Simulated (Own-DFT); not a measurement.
GaN (wurtzite, strained, atoms displaced) (calculated)

All values are calculated (Own-DFT development build). A calculation, not a measurement: plane-wave PBE density functional theory by an unreviewed code, no spin, of a simulated periodic cell, stress positive in tension, free energy of the whole cell less one offset for each atom, forces on such cells passed a denser k mesh, this cell's mesh not checked; offsets are fitted by least squares, one for each functional and potential file, so energies compare only between cells with the same atoms and settings and are not formation energies; the far tail of each file's local potential was reset to the Coulomb form; each entry is a single point on an unrelaxed cell, so the pressure reflects the starting lattice, mostly measured values (interpolated for alloys), from which strain is counted, and rises with the displacements; printed positions are rounded, which can move forces by about a meV/angstrom; the program, named Own-DFT, is a retired in-house code; no spin-orbit coupling.

Settings shared by all entries: functional PBE; potential files PseudoDojo norm-conserving, scalar-relativistic, standard set with the stringent files for Ga; wave cutoff 96 hartree; occupations Gaussian; smearing width 0.01 eV; k mesh 3 x 4 x 3 centred on Gamma.

(1) 
```cif
# cell vector a (Å): 12.7560 0.0000 0.0000
# cell vector b (Å): -4.7835 8.2853 0.0000
# cell vector c (Å): 0.0000 0.0000 10.5256
data_GaN
_symmetry_space_group_name_H-M 'P 1'
_symmetry_Int_Tables_number 1
_cell_length_a 12.7560
_cell_length_b 9.5670
_cell_length_c 10.5256
_cell_angle_alpha 90.000
_cell_angle_beta 90.000
_cell_angle_gamma 120.000
_cell_volume 1112.42
loop_
_atom_site_label
_atom_site_type_symbol
_atom_site_fract_x
_atom_site_fract_y
_atom_site_fract_z
_atom_site_occupancy
Ga1 Ga 0.08028 0.21061 0.00102 1
Ga2 Ga 0.16242 0.10636 0.25555 1
N1 N 0.08558 0.22208 0.18456 1
N2 N 0.16835 0.11525 0.43731 1
Ga3 Ga 0.07639 0.20719 0.50215 1
Ga4 Ga 0.16704 0.10840 0.74895 1
N3 N 0.08659 0.21915 0.68060 1
N4 N 0.16746 0.11776 0.94590 1
Ga5 Ga 0.08342 0.54656 0.00465 1
Ga6 Ga 0.16854 0.44055 0.25717 1
N5 N 0.08315 0.56787 0.18719 1
N6 N 0.16035 0.44718 0.43792 1
Ga7 Ga 0.08474 0.55518 0.49895 1
Ga8 Ga 0.16275 0.44774 0.75667 1
N7 N 0.07560 0.55362 0.68379 1
N8 N 0.17612 0.45394 0.93761 1
Ga9 Ga 0.07761 0.88300 0.00231 1
Ga10 Ga 0.17623 0.78778 0.25140 1
N9 N 0.08018 0.88955 0.18989 1
N10 N 0.16406 0.77478 0.43811 1
Ga11 Ga 0.08050 0.88527 0.50231 1
Ga12 Ga 0.16589 0.78414 0.74548 1
N11 N 0.07789 0.89653 0.68619 1
N12 N 0.16614 0.77850 0.94110 1
Ga13 Ga 0.32545 0.21892 0.99882 1
Ga14 Ga 0.42178 0.11278 0.25470 1
N13 N 0.33762 0.22242 0.18581 1
N14 N 0.41922 0.11205 0.43768 1
Ga15 Ga 0.33159 0.23464 0.50268 1
Ga16 Ga 0.41466 0.11033 0.75411 1
N15 N 0.33009 0.22943 0.68572 1
N16 N 0.41967 0.11267 0.93142 1
Ga17 Ga 0.33524 0.56157 0.99502 1
Ga18 Ga 0.41233 0.44183 0.24638 1
N17 N 0.33042 0.54884 0.18946 1
N18 N 0.41991 0.44679 0.44045 1
Ga19 Ga 0.32267 0.55090 0.49606 1
Ga20 Ga 0.41825 0.45689 0.74907 1
N19 N 0.33870 0.55223 0.68945 1
N20 N 0.41995 0.44049 0.93807 1
Ga21 Ga 0.32968 0.88586 0.00348 1
Ga22 Ga 0.41965 0.77856 0.24051 1
N21 N 0.33551 0.89569 0.19190 1
N22 N 0.41253 0.76592 0.42572 1
Ga23 Ga 0.33221 0.88983 0.50600 1
Ga24 Ga 0.41608 0.78648 0.75231 1
N23 N 0.33304 0.88968 0.69075 1
N24 N 0.41812 0.78030 0.94151 1
Ga25 Ga 0.58283 0.21979 0.00381 1
Ga26 Ga 0.66450 0.09772 0.24572 1
N25 N 0.58191 0.22931 0.19675 1
N26 N 0.66935 0.11027 0.43851 1
Ga27 Ga 0.58407 0.22238 0.49820 1
Ga28 Ga 0.66472 0.10945 0.75396 1
N27 N 0.58167 0.22422 0.68819 1
N28 N 0.67878 0.11612 0.94294 1
Ga29 Ga 0.58757 0.55314 0.00801 1
Ga30 Ga 0.66920 0.44338 0.24073 1
N29 N 0.57694 0.54389 0.18840 1
N30 N 0.67169 0.45721 0.43083 1
Ga31 Ga 0.58216 0.55619 0.49143 1
Ga32 Ga 0.66530 0.44249 0.74974 1
N31 N 0.59439 0.55808 0.68835 1
N32 N 0.66688 0.44142 0.93720 1
Ga33 Ga 0.57987 0.88816 0.99842 1
Ga34 Ga 0.67361 0.78356 0.25121 1
N33 N 0.57657 0.88583 0.18745 1
N34 N 0.67048 0.77895 0.43686 1
Ga35 Ga 0.58674 0.88717 0.50928 1
Ga36 Ga 0.67121 0.78474 0.75239 1
N35 N 0.57753 0.88629 0.69015 1
N36 N 0.66354 0.77408 0.93554 1
Ga37 Ga 0.83887 0.22831 0.00606 1
Ga38 Ga 0.91984 0.11829 0.24246 1
N37 N 0.83481 0.22632 0.19190 1
N38 N 0.91863 0.12681 0.43712 1
Ga39 Ga 0.83179 0.22387 0.49860 1
Ga40 Ga 0.91128 0.10849 0.75201 1
N39 N 0.83926 0.23091 0.68254 1
N40 N 0.92063 0.11921 0.94671 1
Ga41 Ga 0.82958 0.56068 0.00648 1
Ga42 Ga 0.90758 0.43862 0.24731 1
N41 N 0.82894 0.55537 0.18731 1
N42 N 0.91891 0.44325 0.42834 1
Ga43 Ga 0.83315 0.55069 0.49311 1
Ga44 Ga 0.91619 0.43930 0.74003 1
N43 N 0.82420 0.55474 0.68044 1
N44 N 0.92258 0.44634 0.93735 1
Ga45 Ga 0.82958 0.87473 0.99527 1
Ga46 Ga 0.91736 0.77349 0.25314 1
N45 N 0.84087 0.89683 0.19215 1
N46 N 0.91460 0.77826 0.43902 1
Ga47 Ga 0.82955 0.88455 0.49785 1
Ga48 Ga 0.91198 0.77820 0.75078 1
N47 N 0.82943 0.88081 0.67894 1
N48 N 0.90592 0.76935 0.94149 1
_calc_free_energy_of_cell_above_offsets '-5.235'  # eV
_calc_pressure 4.08  # GPa
_calc_stress_xx -6.43  # GPa
_calc_stress_yy -4.75  # GPa
_calc_stress_zz -1.07  # GPa
_calc_stress_yz -0.48  # GPa
_calc_stress_xz -0.12  # GPa
_calc_stress_xy -1.03  # GPa
```

Force:
```tsv
element	x (eV/Å)	y (eV/Å)	z (eV/Å)
Ga	-0.177	2.19	0.391
Ga	0.864	0.705	-0.979
N	-0.19	0.326	0.635
N	-0.018	-0.823	0.219
Ga	-0.339	1.524	-0.48
Ga	-0.395	1.387	0.646
N	-1.282	0.391	2.062
N	-0.034	-2.466	-1.988
Ga	-0.339	1.116	-0.104
Ga	-1.288	0.59	-1.192
N	0.62	-1.352	0.546
N	1.352	-1.596	0.109
Ga	-1.351	0.076	-0.218
Ga	0.94	-0.475	-1.352
N	1.633	1.2	0.166
N	-1.179	-1.507	0.032
Ga	0.458	0.414	0.176
Ga	-1.475	-1.014	0.141
N	0.641	-0.279	-0.18
N	0.142	0.885	0.459
Ga	-0.008	0.359	-0.736
Ga	-0.506	-0.859	0.934
N	0.903	-1.359	0.507
N	-0.384	-0.16	-0.877
Ga	2.19	0.976	0.657
Ga	-1.263	0.31	0.047
N	-0.9	-0.802	0.426
N	-0.821	-0.093	0.835
Ga	1.246	-1.183	-0.151
Ga	-0.323	1.206	-1.327
N	1.09	-0.625	0.725
N	-0.423	-0.595	1.774
Ga	1.503	-1.186	1.002
Ga	0.591	-0.422	0.691
N	-0.322	1.022	-0.937
N	-1.416	0.167	-1.05
Ga	1.552	0.485	0.632
Ga	2.937	-1.447	0.888
N	-3.523	2.038	-0.915
N	-0.629	0.819	0.018
Ga	-0.083	0.949	-0.149
Ga	-1.667	-1.346	1.473
N	0.917	-0.232	-1.049
N	-0.002	1.439	1.792
Ga	0.676	-0.121	-1.524
Ga	0.39	-1.809	0.145
N	-0.607	0.05	-0.347
N	-0.612	0.419	-0.622
Ga	0.056	0.223	-0.103
Ga	-0.676	1.961	1.149
N	1.889	-1.928	-1.738
N	-0.663	-0.579	-0.284
Ga	0.022	0.692	-0.04
Ga	0.126	0.999	-0.319
N	0.484	-0.903	-0.102
N	-1.743	-0.855	-0.447
Ga	-1.161	-0.519	-1.366
Ga	-1.327	0.538	2.017
N	0.486	2.014	0.33
N	0.034	-1.635	-0.139
Ga	0.905	0.106	1.468
Ga	0.187	-0.124	0.312
N	-2.517	0.659	-0.668
N	0.192	0	0.516
Ga	1.254	0.509	0.214
Ga	-0.549	-0.903	-0.314
N	2.291	0.035	-1.107
N	-1.179	0.112	-0.243
Ga	-1.053	-0.27	-1.884
Ga	-0.532	-1.658	-0.597
N	1.012	0.628	0.508
N	0.07	0.357	0.735
Ga	-0.012	0.544	-0.314
Ga	0.368	-0.009	1.42
N	-0.537	-1.219	-0.869
N	0.61	-2.249	-0.745
Ga	0.185	0.498	-0.285
Ga	1.097	0.421	-0.382
N	-0.746	-2.411	0.444
N	-0.32	-1.887	-1.526
Ga	1.38	-2.064	-1.144
Ga	1.364	1.749	0.154
N	0.871	0.543	-0.134
N	-0.638	0.338	1.167
Ga	-0.179	0.412	0.548
Ga	-1.788	1.63	1.825
N	2.118	0.224	0.567
N	-1.136	0.089	-0.255
Ga	-1.905	2.463	1.591
Ga	-0.293	0.567	0.285
N	-0.608	-1.108	-1.015
N	0.627	0.033	-0.263
Ga	0.663	1.287	-0.551
Ga	0.359	-1.143	-0.476
N	-0.292	1.678	1.553
N	2.116	0.863	-1.437
```

(2) 
```cif
# cell vector a (Å): 12.7560 0.0000 0.0000
# cell vector b (Å): -4.7835 8.2853 0.0000
# cell vector c (Å): 0.0000 0.0000 10.5256
data_GaN
_symmetry_space_group_name_H-M 'P 1'
_symmetry_Int_Tables_number 1
_cell_length_a 12.7560
_cell_length_b 9.5670
_cell_length_c 10.5256
_cell_angle_alpha 90.000
_cell_angle_beta 90.000
_cell_angle_gamma 120.000
_cell_volume 1112.42
loop_
_atom_site_label
_atom_site_type_symbol
_atom_site_fract_x
_atom_site_fract_y
_atom_site_fract_z
_atom_site_occupancy
Ga1 Ga 0.07664 0.21981 0.99037 1
Ga2 Ga 0.16631 0.11417 0.25072 1
N1 N 0.07779 0.21909 0.20025 1
N2 N 0.16557 0.11464 0.43141 1
Ga3 Ga 0.08984 0.22991 0.49957 1
Ga4 Ga 0.16793 0.11149 0.75189 1
N3 N 0.08520 0.23066 0.68293 1
N4 N 0.16179 0.12484 0.94120 1
Ga5 Ga 0.08615 0.55055 0.00668 1
Ga6 Ga 0.17543 0.45147 0.24719 1
N5 N 0.07853 0.55527 0.19117 1
N6 N 0.17070 0.43800 0.44347 1
Ga7 Ga 0.08165 0.55475 0.50355 1
Ga8 Ga 0.16925 0.45339 0.74453 1
N7 N 0.07429 0.55240 0.69440 1
N8 N 0.17710 0.45111 0.93586 1
Ga9 Ga 0.07808 0.87812 0.00246 1
Ga10 Ga 0.16640 0.79034 0.24936 1
N9 N 0.08320 0.89065 0.19058 1
N10 N 0.16102 0.77119 0.44504 1
Ga11 Ga 0.08311 0.89130 0.49576 1
Ga12 Ga 0.16406 0.78103 0.74494 1
N11 N 0.09271 0.89241 0.69123 1
N12 N 0.16379 0.76887 0.93537 1
Ga13 Ga 0.33962 0.22533 0.99774 1
Ga14 Ga 0.41789 0.10719 0.24818 1
N13 N 0.32873 0.21685 0.18357 1
N14 N 0.41733 0.11814 0.44202 1
Ga15 Ga 0.33765 0.23079 0.50020 1
Ga16 Ga 0.40958 0.10889 0.75284 1
N15 N 0.33693 0.22726 0.68423 1
N16 N 0.41764 0.10568 0.93523 1
Ga17 Ga 0.32880 0.54738 0.00051 1
Ga18 Ga 0.41409 0.44712 0.25582 1
N17 N 0.32979 0.54872 0.18486 1
N18 N 0.41886 0.44703 0.43905 1
Ga19 Ga 0.33539 0.56053 0.49540 1
Ga20 Ga 0.41599 0.44229 0.74531 1
N19 N 0.32742 0.55106 0.68861 1
N20 N 0.41827 0.45150 0.93836 1
Ga21 Ga 0.33279 0.89050 0.99919 1
Ga22 Ga 0.41151 0.77350 0.25248 1
N21 N 0.34045 0.90379 0.18480 1
N22 N 0.42169 0.78778 0.42970 1
Ga23 Ga 0.33102 0.88224 0.50716 1
Ga24 Ga 0.40641 0.77082 0.75441 1
N23 N 0.33092 0.89172 0.68228 1
N24 N 0.41961 0.78058 0.92740 1
Ga25 Ga 0.58668 0.23049 0.00167 1
Ga26 Ga 0.66827 0.10533 0.25240 1
N25 N 0.58220 0.22544 0.18844 1
N26 N 0.67336 0.10820 0.43394 1
Ga27 Ga 0.57850 0.21745 0.49321 1
Ga28 Ga 0.66986 0.11198 0.75169 1
N27 N 0.58219 0.22395 0.69248 1
N28 N 0.66279 0.11452 0.93993 1
Ga29 Ga 0.58385 0.55573 0.00120 1
Ga30 Ga 0.66323 0.44733 0.25607 1
N29 N 0.58576 0.55650 0.18630 1
N30 N 0.66604 0.45076 0.43901 1
Ga31 Ga 0.58053 0.55390 0.49706 1
Ga32 Ga 0.65716 0.44202 0.74679 1
N31 N 0.58578 0.55606 0.69524 1
N32 N 0.66793 0.44554 0.93212 1
Ga33 Ga 0.57636 0.89533 0.99340 1
Ga34 Ga 0.66933 0.78584 0.24581 1
N33 N 0.58248 0.88600 0.18638 1
N34 N 0.66946 0.78663 0.43949 1
Ga35 Ga 0.58516 0.89373 0.49509 1
Ga36 Ga 0.66781 0.77482 0.75108 1
N35 N 0.58442 0.89632 0.69890 1
N36 N 0.67199 0.78082 0.94031 1
Ga37 Ga 0.82957 0.21819 0.99988 1
Ga38 Ga 0.91277 0.11431 0.26312 1
N37 N 0.83512 0.22149 0.18742 1
N38 N 0.91557 0.10564 0.43558 1
Ga39 Ga 0.82964 0.21621 0.49292 1
Ga40 Ga 0.91400 0.10636 0.75004 1
N39 N 0.83518 0.22134 0.69350 1
N40 N 0.91160 0.11734 0.93969 1
Ga41 Ga 0.84061 0.56443 0.99990 1
Ga42 Ga 0.91983 0.44223 0.24941 1
N41 N 0.83566 0.55934 0.19261 1
N42 N 0.92566 0.45427 0.43292 1
Ga43 Ga 0.83977 0.56838 0.49937 1
Ga44 Ga 0.91724 0.44218 0.75053 1
N43 N 0.83531 0.55550 0.69000 1
N44 N 0.90984 0.43353 0.93262 1
Ga45 Ga 0.83139 0.89373 0.00781 1
Ga46 Ga 0.91820 0.77705 0.25313 1
N45 N 0.83621 0.87837 0.18454 1
N46 N 0.92113 0.77800 0.44700 1
Ga47 Ga 0.82465 0.88692 0.49947 1
Ga48 Ga 0.91899 0.77365 0.75040 1
N47 N 0.82276 0.87830 0.68644 1
N48 N 0.91918 0.78545 0.93705 1
_calc_free_energy_of_cell_above_offsets '-5.027'  # eV
_calc_pressure 4.39  # GPa
_calc_stress_xx -6.29  # GPa
_calc_stress_yy -5.46  # GPa
_calc_stress_zz -1.41  # GPa
_calc_stress_yz -0.04  # GPa
_calc_stress_xz -0.51  # GPa
_calc_stress_xy -0.59  # GPa
```

Force:
```tsv
element	x (eV/Å)	y (eV/Å)	z (eV/Å)
Ga	-0.708	1.307	2.005
Ga	-0.309	0.116	-0.844
N	0.059	0.881	-1.527
N	1.083	-0.238	1.402
Ga	-0.659	-1.986	0.206
Ga	-0.69	0.798	0.087
N	0.134	-1.148	0.906
N	3.022	-2.141	-0.906
Ga	-0.785	-0.308	-1.089
Ga	-2.512	-1.904	1.049
N	2.06	1.138	-0.378
N	-0.942	2.531	-1.347
Ga	0.718	-0.589	0.29
Ga	-1.125	-1.152	0.933
N	2.02	1.19	-1.309
N	-2.534	-1.18	-0.433
Ga	0.492	1.575	-0.241
Ga	1.309	-1.35	0.664
N	-0.404	0.254	-0.497
N	1.002	1.174	-1.175
Ga	0.691	0.861	1.065
Ga	1.435	-1.427	1.134
N	-2.607	0.82	-1.113
N	-0.018	0.865	0.402
Ga	-1.223	-0.054	0.185
Ga	-0.769	2.279	0.934
N	0.705	0.893	0.692
N	-0.187	-1.528	-1.064
Ga	-0.713	-1.311	-0.194
Ga	1.521	0.381	-0.727
N	-0.665	-0.584	0.387
N	-0.754	0.837	0.293
Ga	1.474	1.566	-0.212
Ga	1.351	-0.865	-1.465
N	0.856	1.664	0.216
N	-0.696	0.487	-0.174
Ga	0.05	0.13	0.997
Ga	-0.216	0.904	1.108
N	1.435	1.129	-1.203
N	0.634	-0.848	-0.557
Ga	0.08	-0.744	-0.349
Ga	0.404	0.757	-1.722
N	-0.291	-3.206	-0.053
N	-0.435	-0.92	1.512
Ga	-0.574	0.968	-1.773
Ga	1.094	1.002	-1.845
N	0.31	-0.648	1.613
N	-1.412	-0.935	2.63
Ga	-0.045	-0.082	-0.153
Ga	-0.767	0.804	-1.375
N	0.849	-0.138	0.405
N	-2.234	0.407	0.063
Ga	1.196	1.022	1.533
Ga	-0.911	0.85	0.235
N	-0.034	-0.905	-1.206
N	0.532	0.022	-0.021
Ga	0.348	0.463	-0.394
Ga	1.039	-0.058	-0.903
N	-1.254	0.199	0.729
N	0.882	-0.559	0.31
Ga	0.674	1.198	1.063
Ga	2.664	-0.283	0.634
N	-2.038	0.372	-2.006
N	-0.101	0.512	0.943
Ga	1.945	-0.545	0.517
Ga	0.664	-1.098	0.092
N	-0.916	0.136	-0.301
N	-1.058	-1.79	-1.119
Ga	-0.007	-0.401	1.882
Ga	-1.523	0.319	1.071
N	-0.258	-1.821	-1.787
N	-1.287	-0.051	-0.085
Ga	-0.994	0.602	0.391
Ga	1.225	-0.627	-2.687
N	-0.643	-0.264	0.156
N	-0.008	0.503	2.133
Ga	1.461	1.884	1.735
Ga	0.266	0.005	-0.258
N	-0.283	-0.174	-1.554
N	1.187	-1.219	-0.727
Ga	-0.638	-1.111	0.027
Ga	-1.419	0.07	0.155
N	0.02	-0.848	-0.506
N	-1.289	-1.633	0.67
Ga	0.062	-2.435	0.906
Ga	-1.486	-0.635	0.275
N	-0.546	-0.295	-0.562
N	0.66	1.442	1.461
Ga	0.61	-0.042	-1.296
Ga	0.113	-0.203	0.501
N	-1.273	1.467	1.59
N	-1.625	1.436	-1.535
Ga	2.223	0.462	0.906
Ga	-0.589	0.544	-0.195
N	2.24	1.386	-0.192
N	-0.344	-0.331	-0.026
```

(3) 
```cif
# cell vector a (Å): 12.7560 0.0000 0.0000
# cell vector b (Å): -4.7835 8.2853 0.0000
# cell vector c (Å): 0.0000 0.0000 10.5256
data_GaN
_symmetry_space_group_name_H-M 'P 1'
_symmetry_Int_Tables_number 1
_cell_length_a 12.7560
_cell_length_b 9.5670
_cell_length_c 10.5256
_cell_angle_alpha 90.000
_cell_angle_beta 90.000
_cell_angle_gamma 120.000
_cell_volume 1112.42
loop_
_atom_site_label
_atom_site_type_symbol
_atom_site_fract_x
_atom_site_fract_y
_atom_site_fract_z
_atom_site_occupancy
Ga1 Ga 0.08085 0.21570 0.00387 1
Ga2 Ga 0.16578 0.11933 0.24857 1
N1 N 0.08835 0.22624 0.18780 1
N2 N 0.16903 0.11800 0.42962 1
Ga3 Ga 0.08730 0.22781 0.51137 1
Ga4 Ga 0.16721 0.10459 0.74110 1
N3 N 0.08548 0.22698 0.69012 1
N4 N 0.16650 0.11239 0.94067 1
Ga5 Ga 0.09309 0.57252 0.00179 1
Ga6 Ga 0.16724 0.44879 0.24130 1
N5 N 0.08540 0.55283 0.19291 1
N6 N 0.16217 0.43735 0.44116 1
Ga7 Ga 0.08990 0.55699 0.49421 1
Ga8 Ga 0.17316 0.45092 0.75610 1
N7 N 0.08614 0.55187 0.68495 1
N8 N 0.15695 0.43966 0.93724 1
Ga9 Ga 0.08584 0.89143 0.00178 1
Ga10 Ga 0.16359 0.77554 0.24973 1
N9 N 0.07960 0.88260 0.18366 1
N10 N 0.15979 0.77244 0.44423 1
Ga11 Ga 0.07971 0.89600 0.49992 1
Ga12 Ga 0.16287 0.78012 0.74302 1
N11 N 0.09037 0.90391 0.69479 1
N12 N 0.17026 0.77872 0.93680 1
Ga13 Ga 0.33669 0.22692 0.99041 1
Ga14 Ga 0.42507 0.11969 0.25168 1
N13 N 0.33191 0.21398 0.19644 1
N14 N 0.42595 0.11449 0.43635 1
Ga15 Ga 0.33139 0.21745 0.50483 1
Ga16 Ga 0.41233 0.10353 0.74889 1
N15 N 0.33679 0.22236 0.68752 1
N16 N 0.41893 0.10496 0.93860 1
Ga17 Ga 0.33663 0.55252 0.99369 1
Ga18 Ga 0.41226 0.45109 0.24822 1
N17 N 0.33167 0.55821 0.18482 1
N18 N 0.42341 0.44686 0.43463 1
Ga19 Ga 0.33869 0.55687 0.49040 1
Ga20 Ga 0.41829 0.44395 0.75453 1
N19 N 0.33349 0.56064 0.69017 1
N20 N 0.41521 0.43959 0.93472 1
Ga21 Ga 0.34115 0.89376 0.00513 1
Ga22 Ga 0.42723 0.77222 0.23703 1
N21 N 0.33353 0.88559 0.19266 1
N22 N 0.41925 0.77703 0.44531 1
Ga23 Ga 0.33765 0.89556 0.50102 1
Ga24 Ga 0.41678 0.78120 0.75519 1
N23 N 0.33538 0.87894 0.69214 1
N24 N 0.41520 0.77780 0.93567 1
Ga25 Ga 0.58481 0.21660 0.99899 1
Ga26 Ga 0.66241 0.11245 0.24591 1
N25 N 0.58253 0.22927 0.18430 1
N26 N 0.67056 0.10526 0.42873 1
Ga27 Ga 0.58171 0.21619 0.50057 1
Ga28 Ga 0.66841 0.11138 0.75433 1
N27 N 0.58360 0.22245 0.69485 1
N28 N 0.66548 0.10660 0.93927 1
Ga29 Ga 0.58316 0.55393 0.99235 1
Ga30 Ga 0.66268 0.43163 0.26012 1
N29 N 0.58265 0.54826 0.18449 1
N30 N 0.66387 0.43605 0.43770 1
Ga31 Ga 0.58758 0.56016 0.49757 1
Ga32 Ga 0.67478 0.45297 0.74422 1
N31 N 0.59122 0.55732 0.69277 1
N32 N 0.66731 0.43069 0.94521 1
Ga33 Ga 0.58885 0.88738 0.00252 1
Ga34 Ga 0.66425 0.77402 0.25092 1
N33 N 0.58682 0.88915 0.18711 1
N34 N 0.67049 0.79070 0.43646 1
Ga35 Ga 0.58306 0.89178 0.49838 1
Ga36 Ga 0.66201 0.76824 0.75601 1
N35 N 0.57223 0.87620 0.69428 1
N36 N 0.66826 0.77715 0.94376 1
Ga37 Ga 0.83377 0.22955 0.99725 1
Ga38 Ga 0.90883 0.10701 0.24804 1
N37 N 0.83307 0.21735 0.19732 1
N38 N 0.91124 0.10207 0.43515 1
Ga39 Ga 0.83786 0.23390 0.50803 1
Ga40 Ga 0.92008 0.11582 0.74420 1
N39 N 0.82689 0.22914 0.69878 1
N40 N 0.91474 0.10848 0.93889 1
Ga41 Ga 0.83484 0.55743 0.00299 1
Ga42 Ga 0.90874 0.44579 0.25226 1
N41 N 0.83562 0.55863 0.19222 1
N42 N 0.91930 0.43720 0.44147 1
Ga43 Ga 0.82993 0.55251 0.50292 1
Ga44 Ga 0.92012 0.44997 0.75149 1
N43 N 0.84080 0.55846 0.69685 1
N44 N 0.92062 0.45280 0.94378 1
Ga45 Ga 0.82994 0.88332 0.00601 1
Ga46 Ga 0.91681 0.77345 0.25566 1
N45 N 0.83620 0.89493 0.17957 1
N46 N 0.91238 0.77182 0.44120 1
Ga47 Ga 0.83218 0.88679 0.49307 1
Ga48 Ga 0.91542 0.78513 0.74929 1
N47 N 0.82960 0.88367 0.68216 1
N48 N 0.92330 0.77112 0.94219 1
_calc_stress_zz ?
_calc_stress_yy ?
```

Question: Estimate the stress zz of GaN (wurtzite, strained, atoms displaced) (entry 3).
Answer: -0.44 GPa

Question: GaN (wurtzite, strained, atoms displaced) (entry 3): stress yy?
Answer: -7.05 GPa

Question: Give the table of force values for GaN (wurtzite, strained, atoms displaced) (entry 3).
Answer: 
Force:
```tsv
element	x (eV/Å)	y (eV/Å)	z (eV/Å)
Ga	-0.53	0.57	-0.556
Ga	1.081	-1.354	-0.443
N	-1.489	-0.097	-0.188
N	-0.041	-0.577	2.038
Ga	-0.725	-0.904	-2.016
Ga	-0.61	4.043	2.606
N	0.521	-0.331	0.428
N	0.601	0.049	-1.009
Ga	-0.565	-1.978	0.437
Ga	0.169	-1.117	1.561
N	-1.716	0.641	-0.667
N	1.469	0.95	-1.304
Ga	-0.725	-0.581	1.159
Ga	-0.643	-0.248	-0.508
N	-0.768	0.57	0.164
N	1.61	0.372	0.815
Ga	0.574	-0.135	-0.328
Ga	0.483	0.427	0.496
N	0.005	0.763	1.296
N	0.393	1.937	-0.66
Ga	0.892	-0.372	-0.151
Ga	1.388	-0.982	0.927
N	-0.919	-3.887	-2.241
N	-0.018	1.598	-0.489
Ga	0.133	-2.136	1.919
Ga	-1.286	-1.584	-0.185
N	-0.324	1.522	-1.446
N	-1.802	-0.531	0.422
Ga	0.572	0.728	-1.498
Ga	1.062	0.1	0.533
N	-0.387	0.007	0.178
N	-0.736	1.089	-0.447
Ga	-1.818	0.233	0.153
Ga	1.787	-1.639	-0.112
N	0.572	-0.544	-0.783
N	-0.476	-0.45	0.491
Ga	-0.902	-0.497	1.56
Ga	-0.448	0.515	-1.777
N	1.373	-0.866	-0.355
N	0.44	1.003	0.201
Ga	-1.15	-0.923	0.15
Ga	-2.776	1.034	1.957
N	0.728	0.417	-0.072
N	-0.519	0.274	-1.78
Ga	-0.099	-1.316	-0.126
Ga	0.127	-1.417	-0.104
N	-2.314	1.63	-1.213
N	1.219	-0.313	1.384
Ga	-0.58	-0.076	-0.031
Ga	0.876	0.02	0.256
N	1.231	-1.298	-0.034
N	-0.969	1.178	1.508
Ga	1.543	0.026	1.111
Ga	-1.305	-1.275	-0.053
N	-0.013	0.03	-1.034
N	0.48	-0.051	0.382
Ga	1.176	-0.897	1.371
Ga	-0.226	2.147	-1.833
N	-0.472	0.605	0.406
N	0.135	0.812	1.252
Ga	-0.223	0.268	0.312
Ga	0.321	-1.758	1.701
N	-1.29	-0.68	-1.005
N	-0.796	2.153	-1.418
Ga	-1.123	0.143	-0.548
Ga	1.06	-0.113	-0.447
N	0.413	0.415	-0.504
N	0.006	-2.074	-0.227
Ga	0.134	-0.029	1.083
Ga	-0.171	1.896	-0.512
N	2.427	1.821	-0.874
N	-0.024	-0.745	-0.985
Ga	0.93	-0.359	0.689
Ga	1.809	0.455	0.844
N	-1.801	1.387	-1.867
N	0.636	1.543	0.899
Ga	0.105	-2.625	-0.448
Ga	-0.83	-0.668	1.133
N	2.056	-0.353	-1.396
N	-0.165	-0.173	-0.451
Ga	-0.088	-0.589	0.214
Ga	2.252	-0.924	0.293
N	-1.296	-0.579	-0.075
N	-1.144	2.065	-0.524
Ga	1.194	-0.367	0.308
Ga	1.139	0.057	1.06
N	-0.972	0.888	-1.658
N	0.396	-0.4	-0.416
Ga	1.433	0.696	-1.819
Ga	-0.381	0.955	-0.909
N	0.013	-1.424	2.558
N	0.323	0.165	-0.168
Ga	-0.126	0.5	0.954
Ga	0.796	-0.329	1.024
N	-0.366	0.776	0.514
N	-1.94	1.089	-1.047
```

Further results for GaN (wurtzite, strained, atoms displaced) (entry 3):

| Quantity | Value |
| --- | --- |
| free energy of cell above offsets | -4.855 eV |
| pressure | 4.18 GPa |
| stress xx | -5.03 GPa |
| stress yz | 0.69 GPa |
| stress xz | -0.36 GPa |
| stress xy | 0.32 GPa |
